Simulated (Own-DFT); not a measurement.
Simulation results for AlGa3N4 (wurtzite random alloy, strained, atoms displaced), Al5Ga3N8 (wurtzite random alloy, strained, atoms displaced)

Computed with Own-DFT development build. A calculation, not a measurement: plane-wave PBE density functional theory by an unreviewed code, no spin, of a simulated periodic cell, stress positive in tension, free energy of the whole cell less one offset for each atom, forces on such cells passed a denser k mesh, this cell's mesh not checked; offsets are fitted by least squares, one for each functional and potential file, so energies compare only between cells with the same atoms and settings and are not formation energies; the far tail of each file's local potential was reset to the Coulomb form; each entry is a single point on an unrelaxed cell, so the pressure reflects the starting lattice, mostly measured values, from which strain is counted, and rises with the displacements; printed positions are rounded, which can move forces by about a meV/angstrom; the program is a retired in-house code; no spin-orbit coupling.

Common to all runs: functional PBE; potential files PseudoDojo norm-conserving, scalar-relativistic, standard set; wave cutoff 42 hartree; occupations Fermi-Dirac.

(1) AlGa3N4 (wurtzite random alloy, strained, atoms displaced)

```xyz
72
Lattice="9.7232 0.0000 0.0000 -4.8616 8.4205 0.0000 0.0000 0.0000 10.2685" Properties=species:S:1:pos:R:3 AlGa3N4
Ga    -0.0252     1.9026     0.0806
Al     1.7163     0.9055     2.5439
N      0.0591     1.9001     1.8889
N      1.5931     0.9685     4.5139
Al     0.0035     1.8787     5.1404
Ga     1.6271     0.9157     7.8141
N      0.0288     1.8510     7.1542
N      1.6320     0.8506     9.6500
Al    -1.6503     4.6273    10.2252
Al    -0.0053     3.7169     2.6331
N     -1.6389     4.7358     1.8813
N     -0.0643     3.7419     4.5699
Ga    -1.5991     4.6961     5.2128
Ga     0.0213     3.6781     7.6535
N     -1.6063     4.5973     7.0495
N      0.0202     3.7148     9.6195
Al    -3.2355     7.4679     0.0307
Ga    -1.7069     6.5093     2.5732
N     -3.3263     7.4197     1.8527
N     -1.5812     6.5920     4.5275
Ga    -3.1483     7.5139     5.1631
Ga    -1.7063     6.6322     7.6706
N     -3.2587     7.4374     7.1340
N     -1.7130     6.4787     9.6764
Ga     3.2869     1.8098     0.0208
Al     4.9208     0.9881     2.5666
N      3.2178     1.7885     1.9451
N      4.8444     0.8995     4.5174
Ga     3.2459     1.9560     5.1063
Ga     4.8389     0.9358     7.6644
N      3.2093     1.9116     7.1072
N      4.9198     0.9780     9.6974
Ga     1.6441     4.6000    10.2528
Ga     3.3411     3.6922     2.5135
N      1.5213     4.6718     1.8622
N      3.3567     3.7252     4.4604
Ga     1.6402     4.7035     5.2008
Ga     3.2689     3.7433     7.7566
N      1.5925     4.6745     7.0303
N      3.3111     3.7747     9.6937
Ga     0.0457     7.4726    10.1944
Ga     1.5943     6.6481     2.5919
N      0.0423     7.4955     1.9648
N      1.6403     6.5057     4.5518
Ga     0.0337     7.5591     5.1062
Ga     1.6535     6.4594     7.7375
N      0.0399     7.4516     7.0887
N      1.6508     6.5991     9.7040
Ga     6.4566     1.7886    10.2621
Al     8.1235     0.8781     2.5053
N      6.4529     1.9014     1.9323
N      8.0531     0.8983     4.5301
Ga     6.4180     1.8841     5.1899
Al     8.0927     0.9361     7.6897
N      6.5060     1.8475     7.0878
N      8.1712     0.9289     9.6681
Al     4.8580     4.7268    10.2148
Ga     6.4947     3.7200     2.6242
N      4.8915     4.6634     1.9226
N      6.3734     3.7089     4.4804
Ga     4.8847     4.6118     5.1794
Ga     6.5881     3.7090     7.7715
N      4.8665     4.6818     7.0678
N      6.5101     3.6588     9.6228
Ga     3.2972     7.4689    10.2337
Ga     4.8638     6.5292     2.6070
N      3.2309     7.4837     2.0439
N      4.7732     6.5432     4.5650
Ga     3.2051     7.5070     5.1022
Ga     4.8304     6.4890     7.6721
N      3.2024     7.5231     7.1458
N      4.7913     6.5716     9.7039
```

```
smearing width                    : 0.1 eV
k mesh                            : 4 x 4 x 3 centred on Gamma
free energy of cell above offsets : 6.274 eV
pressure                          : -0.96 GPa
stress xx                         : 3.89 GPa
stress yy                         : 3.58 GPa
stress zz                         : -4.59 GPa
stress yz                         : 0.02 GPa
stress xz                         : 0.33 GPa
stress xy                         : 0.07 GPa
```

Force:
```csv
element,x (eV/Å),y (eV/Å),z (eV/Å)
Ga,0.585,-0.264,-2.362
Al,-1.9,-0.391,0.23
N,-0.417,-0.649,3.602
N,0.041,0.151,-0.688
Al,-0.561,-0.533,0.315
Ga,-0.261,0.132,-1.82
N,-0.864,-1.035,-1.667
N,0.334,0.255,2
Al,0.588,0.252,0.355
Al,0.064,0.82,-1.154
N,0.559,-1.914,0.565
N,1.042,-0.952,-0.897
Ga,-0.88,0.051,-1.779
Ga,-0.097,0.559,0.74
N,0.062,1.152,1.45
N,-0.848,0.612,-0.007
Al,-0.503,-0.448,-1.216
Ga,1.11,0.733,-0.602
N,1.047,1.662,1.678
N,-0.356,-0.674,0.05
Ga,-1.731,-0.042,-0.187
Ga,2.169,-1.734,1.032
N,-0.924,1.17,-0.855
N,0.536,0.376,-0.315
Ga,-0.638,0.475,-0.444
Al,-0.686,-1.233,-0.128
N,1.345,0.068,0.621
N,-0.04,1.572,-0.954
Ga,-0.347,-1.257,0.433
Ga,0.368,-0.104,0.452
N,0.296,-0.576,-0.207
N,-1.599,-1.467,-1.454
Ga,-0.532,1.022,0.15
Ga,-1.562,0.83,-0.223
N,0.705,-0.391,2.309
N,-1.748,0.432,0.315
Ga,0.192,-0.585,-2.371
Ga,-0.177,0.099,-0.5
N,0.765,-0.663,2.044
N,0.005,-0.623,-0.143
Ga,-1.073,-0.255,1.22
Ga,0.292,-2.022,-0.302
N,-1.498,1.448,-0.213
N,-0.659,0.593,-0.272
Ga,0.211,-1.706,0.586
Ga,-0.288,1.364,0.017
N,-0.806,0.34,0.21
N,0.083,-1.331,-0.865
Ga,1.9,1.135,0.324
Al,-0.099,1.063,0.835
N,0.852,-1.201,0.803
N,0.946,1.707,-0.909
Ga,0.816,-0.361,-1.016
Al,0.527,-0.237,0.524
N,0.148,-0.089,0.795
N,-0.967,0.059,-0.793
Al,0.793,-0.496,0.999
Ga,0.186,0.643,-1.757
N,0.082,0.142,-0.989
N,1.913,0.087,1.342
Ga,-0.427,1.637,-0.681
Ga,-1.17,-0.119,-1.357
N,0.333,-0.89,1.158
N,-0.442,1.427,1.55
Ga,-1.433,0.958,1.273
Ga,-0.693,-0.335,0.137
N,0.493,0.587,-1.119
N,1.855,-0.254,-0.002
Ga,0.223,-0.379,0.999
Ga,-0.374,1.148,0.445
N,0.441,-0.109,-0.44
N,2.692,-1.44,-0.874
```

(2) Al5Ga3N8 (wurtzite random alloy, strained, atoms displaced)

```xyz
128
Lattice="12.6577 0.0000 0.0000 -6.3289 10.9619 0.0000 0.0000 0.0000 10.1163" Properties=species:S:1:pos:R:3 Al5Ga3N8
Ga     0.1011     1.8316     0.0023
Ga     1.6804     0.9498     2.4966
N      0.0747     1.8029     1.9144
N      1.6315     0.9237     4.4806
Ga    -0.0431     1.9462     5.0681
Ga     1.6426     0.9466     7.5921
N      0.0674     1.8533     6.9396
N      1.4593     0.9444     9.5616
Ga    -1.5570     4.4898     0.0336
Al     0.0231     3.6564     2.5077
N     -1.6212     4.5931     1.8544
N     -0.0184     3.7030     4.4627
Ga    -1.5744     4.5563     4.9648
Ga    -0.0332     3.6117     7.6753
N     -1.4886     4.6135     7.0009
N      0.0234     3.6574     9.5424
Ga    -3.1700     7.2845    10.1029
Al    -1.6194     6.3461     2.5590
N     -3.2173     7.3357     1.9102
N     -1.5833     6.4786     4.4732
Ga    -3.1998     7.2466     5.0611
Al    -1.6463     6.4394     7.5115
N     -3.1716     7.3732     6.9746
N     -1.5715     6.3738     9.4849
Al    -4.6843    10.0603     0.0443
Al    -3.1563     9.0928     2.4337
N     -4.7677    10.0943     1.9314
N     -3.1437     9.1025     4.4354
Ga    -4.7752    10.0591     5.0349
Al    -3.2050     9.1981     7.5603
N     -4.7554    10.1559     7.0428
N     -3.0332     9.1687     9.5449
Al     3.2571     1.8403    10.0676
Al     4.7041     0.9609     2.4917
N      3.2501     1.8315     1.9749
N      4.8380     0.9089     4.4816
Ga     3.2035     1.8995     5.0403
Al     4.7037     0.9053     7.6021
N      3.1690     1.7983     7.0465
N      4.7129     0.9281     9.5285
Al     1.5460     4.5808     0.0607
Al     3.2244     3.5959     2.4013
N      1.6128     4.4949     1.9275
N      3.1437     3.6062     4.4025
Al     1.5644     4.5971     5.0542
Ga     3.1396     3.6887     7.5608
N      1.5116     4.5657     6.9566
N      3.1316     3.6258     9.5096
Al     0.0346     7.2751    10.0921
Al     1.5848     6.4513     2.5259
N     -0.0602     7.3442     1.9326
N      1.5908     6.4101     4.3425
Al    -0.0731     7.4106     5.0151
Al     1.5771     6.4095     7.5789
N     -0.0027     7.3276     6.9610
N      1.6445     6.4611     9.4979
Al    -1.5664    10.0817     0.0036
Al    -0.0253     9.1852     2.5942
N     -1.5996    10.1051     1.9460
N      0.0545     9.1211     4.4811
Al    -1.5487    10.1403     5.0488
Ga    -0.0388     9.1273     7.5213
N     -1.5397    10.0684     7.0471
N     -0.0674     9.2235     9.5442
Al     6.3289     1.8361    10.1077
Al     7.8903     0.8410     2.4755
N      6.3273     1.8098     1.9327
N      7.9070     0.8159     4.4724
Ga     6.3464     1.8012     5.0941
Al     7.9626     0.9558     7.5832
N      6.3119     1.8595     6.9292
N      7.8529     1.0257     9.5101
Ga     4.7054     4.6250     0.0140
Al     6.3599     3.5764     2.5847
N      4.7671     4.6476     1.9429
N      6.1942     3.5607     4.5029
Ga     4.7572     4.5718     5.0692
Al     6.2563     3.5467     7.6688
N      4.6470     4.5633     6.9356
N      6.2949     3.6605     9.5178
Al     3.2244     7.3308    10.1072
Al     4.8061     6.3653     2.5527
N      3.1744     7.3986     1.9431
N      4.7432     6.4226     4.5144
Ga     3.1685     7.3175     5.0726
Al     4.7204     6.4588     7.6261
N      3.2217     7.3108     6.9643
N      4.8223     6.4222     9.4711
Ga     1.6021    10.0361    10.0983
Al     3.1861     9.0073     2.4976
N      1.5207    10.1273     1.8886
N      3.2247     9.1000     4.4293
Ga     1.6982     9.9742     5.0769
Al     3.1652     9.1699     7.5593
N      1.6362    10.0512     6.8937
N      3.0851     9.0910     9.5753
Al     9.4917     1.8807    10.1124
Ga    11.1729     0.8885     2.4596
N      9.5116     1.6875     1.8403
N     11.0296     0.8009     4.4437
Al     9.5275     1.9715     5.0133
Ga    11.0458     0.9821     7.6803
N      9.4064     1.8331     7.0163
N     11.0765     0.9527     9.4610
Ga     7.8770     4.6012     0.0285
Ga     9.4465     3.7175     2.5662
N      7.9248     4.5368     2.0094
N      9.4766     3.6402     4.4573
Al     7.8933     4.5810     5.0631
Al     9.4651     3.6489     7.5662
N      7.9440     4.4931     7.0217
N      9.5568     3.6938     9.5412
Al     6.2897     7.1856    10.0452
Al     7.8605     6.4332     2.4933
N      6.3938     7.2718     1.9805
N      7.8312     6.4638     4.4327
Al     6.2115     7.3841     5.0334
Al     7.9816     6.4088     7.6395
N      6.3209     7.4039     6.9715
N      7.8831     6.3431     9.4928
Al     4.6599     9.9515     0.0134
Al     6.3432     9.1466     2.4794
N      4.7669    10.0175     1.9950
N      6.2287     9.0838     4.4187
Ga     4.6965    10.1156     5.1566
Al     6.3155     9.1730     7.6272
N      4.7933    10.0634     7.0256
N      6.3344     9.1548     9.4886
```

```
smearing width                    : 0.05 eV
k mesh                            : 3 x 3 x 3 centred on Gamma
free energy of cell above offsets : -18.716 eV
pressure                          : 3.99 GPa
stress xx                         : -2.54 GPa
stress yy                         : -4.18 GPa
stress zz                         : -5.25 GPa
stress yz                         : 0.06 GPa
stress xz                         : -0.08 GPa
stress xy                         : 0.84 GPa
```

Force:
```csv
element,x (eV/Å),y (eV/Å),z (eV/Å)
Ga,-3.86,1.139,0.966
Ga,-0.879,-0.544,1.37
N,-0.265,1.847,0.68
N,-0.765,0.636,-0.599
Ga,0.51,-2.678,-0.532
Ga,-1.606,0.339,0.705
N,-1.243,-0.185,1.124
N,5.853,-2.468,-0.967
Ga,0.008,1.682,-1.608
Al,-0.309,-0.327,0.126
N,1.231,-0.207,3.355
N,1.12,0.492,-2.109
Ga,-0.115,1.431,2.113
Ga,0.567,0.603,-1.301
N,-2.725,-0.136,-0.635
N,0.966,0.443,0.857
Ga,0.779,0.287,-0.101
Al,0.207,1.552,-0.833
N,0.401,-1.426,0.732
N,0.276,-1.463,-1.175
Ga,-0.711,1.574,-0.409
Al,1.462,-0.548,1.11
N,-0.388,-0.306,1.28
N,0.687,0.344,-0.618
Al,-0.908,-0.015,-0.875
Al,-0.092,1.419,1.538
N,0.743,-1.517,-0.48
N,0.631,0.897,-0.421
Ga,-0.042,-0.608,0.034
Al,0.772,0.003,0.433
N,-0.035,-2.756,-0.362
N,-2.565,0.123,-0.89
Al,-2.186,-0.03,0.733
Al,2.262,-1.479,1.474
N,-0.328,0.805,-2.478
N,-1.903,-0.243,-1.504
Ga,0.115,-1.922,0.767
Al,1.213,0.157,-0.191
N,1.501,0.926,-0.65
N,1.124,-0.077,-0.418
Al,0.753,0.124,-1.071
Al,-0.411,1.577,1.98
N,-0.189,1.267,-0.079
N,-0.657,2.401,-0.924
Al,0.555,0.062,-0.486
Ga,-0.912,-0.539,0.16
N,0.72,1.173,-0.125
N,-0.412,0.712,1.063
Al,-1.113,1.369,0.239
Al,-0.292,-0.479,-0.966
N,0.601,-0.619,-0.053
N,-1.1,-0.374,1.847
Al,1.53,-1.687,0.631
Al,-0.031,-0.12,-0.452
N,-0.036,-1.193,-0.55
N,-0.205,-1.138,0.417
Al,0.414,0.311,0.801
Al,0.123,-0.01,-1.144
N,-0.082,-0.427,-0.163
N,-1.392,1.064,-0.553
Al,-0.41,-1.732,0.254
Ga,1.497,0.355,1.452
N,-2.298,0.913,-1.686
N,1.129,-1.872,-0.564
Al,-0.618,0.082,0.664
Al,0.654,1.539,1.397
N,-0.157,0.414,-0.479
N,1.256,2.236,-1.238
Ga,0.984,-0.866,-0.856
Al,-2.223,-1.059,0.009
N,-0.114,-1.162,3.231
N,1.313,-0.661,-0.876
Ga,0.134,-1.003,-0.224
Al,-0.642,0.568,-0.096
N,0.196,-1.611,0.337
N,3.204,1.802,-1.723
Ga,-1.391,0.253,-0.447
Al,0.366,1.781,-1.646
N,2.381,1.101,2.215
N,-0.181,-0.553,0.245
Al,-0.72,-0.584,0.509
Al,-0.573,1.436,0.861
N,0.462,-4.422,-1.714
N,0.355,-0.68,-1.834
Ga,-0.465,-0.345,-0.577
Al,1.184,-0.872,-1.916
N,-1.408,0.506,1.837
N,-2.604,-0.05,0.151
Ga,-2.048,1.325,0.356
Al,-0.181,5.063,1.599
N,0.643,-2.941,1.034
N,-0.163,-0.205,-0.963
Ga,-0.878,0.788,-1.632
Al,0.217,-0.436,0.319
N,0.139,0.532,3.482
N,2.231,-0.12,-1.943
Al,0.094,-0.517,-0.369
Ga,-1.27,-0.167,0.969
N,-0.633,1.583,0.954
N,0.012,4.539,-0.308
Al,-0.808,-4.825,0.861
Ga,0.775,-0.407,-2.849
N,1.736,1.461,-1.536
N,-0.833,-0.85,3.513
Ga,0.891,-1.662,0.116
Ga,1.511,-2.342,-1.279
N,-2.229,1.417,-0.49
N,-0.764,1.795,0.248
Al,-1.116,0.286,0.393
Al,1.409,0.275,0.914
N,-1.333,1.442,-0.636
N,-1.936,-1.218,-1.253
Al,2.343,3.043,1.445
Al,1.664,-0.916,1.309
N,-2.23,0.809,-2.058
N,-0.361,-1.835,0.02
Al,1.614,-0.694,1.026
Al,-1.427,-0.309,-1.695
N,0.275,-1.307,0.606
N,-0.288,1.377,-0.092
Al,1.67,1.671,0.266
Al,-0.106,-0.268,0.893
N,-0.596,-1.42,-2.159
N,0.993,1.287,-0.453
Ga,0.834,-2.024,-0.923
Al,0.772,0.181,-0.478
N,-1.167,-0.204,1.313
N,-0.135,-0.962,1.381
```
